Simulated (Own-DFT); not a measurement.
# What a defect does to the pressure of its cell: D0_22 TiAl3

Everything here is calculated. The program is Own-DFT (plane waves, in-house, since retired, never reviewed by a person); positions were held fixed, and spin and spin-orbit coupling were off.

Method: PBE; PseudoDojo norm-conserving scalar-relativistic files; cutoff 42 hartree; 4 x 4 x 4 k mesh centred on Gamma; cold (Marzari-Vanderbilt) smearing of 0.2 eV.

Limits: forces on such cells failed a check on a denser k mesh; stress not checked against mesh or cutoff.

All runs share one cell, with vectors in Å (-2.365, -6.981, 4.326); (-7.667, 3.491, 1.442); (-2.950, -3.488, -7.241) and a volume of 625.4 Å³. u is the rms random offset of the atoms per axis. The defect's site can differ from row to row.

| cell | formula | u (Å) | P (GPa) |
|---|---|---|---|
| no defect | Al30Ti10 | 0.0191 | 1.96 |
| no defect | Al30Ti10 | 0.0449 | 2.46 |
| no defect | Al30Ti10 | 0.0467 | 2.48 |
| two Ti on an Al site each | Al28Ti12 | 0.0328 | 3.18 |
| two Ti on an Al site each | Al28Ti12 | 0.0495 | 3.63 |
| two Ti on an Al site each | Al28Ti12 | 0.0526 | 3.56 |
| one Ti vacancy | Al30Ti9 | 0.0303 | 1.84 |
| one Ti vacancy | Al30Ti9 | 0.0446 | 2.31 |
| one Ti vacancy | Al30Ti9 | 0.0469 | 2.22 |
| two Al on a Ti site each | Al32Ti8 | 0.0292 | ? |
| two Al on a Ti site each | Al32Ti8 | 0.0318 | 2.91 |
| two Al on a Ti site each | Al32Ti8 | 0.0482 | 3.38 |
| two Al on a Ti site each | Al32Ti8 | 0.0499 | 3.40 |
| two Al vacancies | Al28Ti10 | 0.0343 | 1.14 |
| two Al vacancies | Al28Ti10 | 0.0456 | 1.39 |
| two Al vacancies | Al28Ti10 | 0.0460 | 1.67 |

## What the rows give

P = P0 + c u² + a shift for each defect gives P0 = 1.83 GPa, c = 312 ± 36 GPa/Å² and a scatter of 0.09 GPa. The shifts, and each times the cell's volume:

- two Ti on an Al site each: 0.98 ± 0.08 GPa, 3.8 eV (1.9 eV for each of its 2 sites)
- two Al on a Ti site each: 0.80 ± 0.08 GPa, 3.1 eV (1.6 eV for each of its 2 sites)
- one Ti vacancy: -0.23 ± 0.07 GPa, -0.9 eV
- two Al vacancies: -0.99 ± 0.08 GPa, -3.9 eV (-1.9 eV for each of its 2 sites)

Against the defect-free cell, a freed cell would be larger where the shift is positive and smaller where it is negative (160.2 GPa Å³ is 1 eV). The atoms around the defects weren't relaxed, which would change these numbers.

## Test on the hidden row

The question: what pressure belongs in the blank (two Al on a Ti site each, u = 0.0292 Å)?

Estimate: 2.89 ± 0.11 GPa. Computed: 2.87 GPa.
